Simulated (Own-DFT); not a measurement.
# One host, several defects: zincblende InP

The numbers are computed, not measured, by runs of the plane-wave DFT program Own-DFT (in-house, retired, unreviewed) at fixed positions, with no spin and no spin-orbit coupling.

Common settings: PBE; PseudoDojo norm-conserving scalar-relativistic files; cutoff 36 hartree; 2 x 3 x 3 k mesh centred on Gamma; Fermi-Dirac smearing of 0.1 eV.

Known weak points (not all hold for every row): not probed for a lower state with spin; forces on such cells failed a check on a denser k mesh; forces not confirmed at this smearing and k mesh; stress not checked against mesh or cutoff.

All runs share one cell, with vectors in Å (17.606, 0.000, 0.000); (0.000, 11.737, 0.000); (0.000, 0.000, 11.737) and a volume of 2425.5 Å³. The atoms are randomly displaced, by u rms on each axis. The defect's site can differ from row to row.

| cell | formula | u (Å) | P (GPa) |
|---|---|---|---|
| no defect | In48P48 | 0.0208 | 3.22 |
| no defect | In48P48 | 0.0485 | 3.58 |
| no defect | In48P48 | 0.0496 | 3.51 |
| one In on a P site and one P on an In site | In48P48 | 0.0284 | 3.51 |
| one In on a P site and one P on an In site | In48P48 | 0.0307 | ? |
| one In on a P site and one P on an In site | In48P48 | 0.0499 | 3.77 |
| one In on a P site and one P on an In site | In48P48 | 0.0516 | 3.87 |
| two P on an In site each | In46P50 | 0.0296 | 3.00 |
| two P on an In site each | In46P50 | 0.0308 | 3.02 |
| two P on an In site each | In46P50 | 0.0480 | 3.26 |

## Working it out

P = P0 + c u² + a shift for each defect gives P0 = 3.14 GPa, c = 172 ± 16 GPa/Å² and a scatter of 0.04 GPa. The shifts, and each times the cell's volume:

- one In on a P site and one P on an In site: 0.24 ± 0.03 GPa, 3.6 eV
- two P on an In site each: -0.28 ± 0.03 GPa, -4.2 eV (-2.1 eV for each of its 2 sites)

Positive is outwards. The product with the volume (160.2 GPa Å³ to the eV) is nearly free of the cell's size; divided by the bulk modulus at the cell's pressure it gives the volume that the defect adds. The atoms around the defects weren't relaxed, which would change these numbers.

## Test on the hidden row

Asked: what pressure belongs in the blank (one In on a P site and one P on an In site, u = 0.0307 Å)?

Estimate: 3.54 ± 0.05 GPa. The hidden result is 3.57 GPa.
